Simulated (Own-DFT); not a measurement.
# One host, several defects: wurtzite GaN

Calculated, not measured: single-point runs of Own-DFT, a retired in-house plane-wave DFT program that no person has reviewed, on unrelaxed cells, without spin or spin-orbit coupling.

Settings: PBE; PseudoDojo norm-conserving scalar-relativistic files; cutoff 42 hartree; 4 x 4 x 3 k mesh centred on Gamma; Fermi-Dirac smearing of 0.1 eV.

Keep in mind (not all hold for every row): not probed for a lower state with spin; forces not confirmed at this smearing and k mesh; stress not checked against mesh or cutoff.

All runs share one cell, with vectors in Å (9.567, 0.000, 0.000); (-4.784, 8.285, 0.000); (0.000, 0.000, 10.370) and a volume of 822.0 Å³. The atoms are randomly displaced, by u rms on each axis. The defect's site can differ from row to row.

```
cell,formula,u (Å),P (GPa)
no defect,Ga36N36,0.0202,5.97
no defect,Ga36N36,0.0205,5.95
no defect,Ga36N36,0.0474,7.35
one Ga on an N site,Ga37N35,0.0268,11.67
one Ga on an N site,Ga37N35,0.0318,12.15
one Ga on an N site,Ga37N35,0.0477,12.77
one N on a Ga site,Ga35N37,0.0287,?
one N on a Ga site,Ga35N37,0.0312,5.59
one N on a Ga site,Ga35N37,0.0476,6.64
one N on a Ga site,Ga35N37,0.0493,6.79
```

## Fit

P = P0 + c u² + a shift for each defect gives P0 = 5.66 GPa, c = 743 ± 53 GPa/Å² and a scatter of 0.12 GPa. The shifts, and each times the cell's volume:

- one Ga on an N site: 5.55 ± 0.10 GPa, 28.5 eV
- one N on a Ga site: -0.72 ± 0.11 GPa, -3.7 eV

A positive shift means that the defect pushes the cell outwards. Shift times volume (160.2 GPa Å³ is 1 eV) depends little on the cell's size, so, taken for each site, it can be compared between cells at like pressure. The atoms around the defects weren't relaxed, which would change these numbers.

## Prediction

Q: what pressure belongs in the blank (one N on a Ga site, u = 0.0287 Å)?

Estimate: 5.55 ± 0.15 GPa. The calculation gave 5.53 GPa.
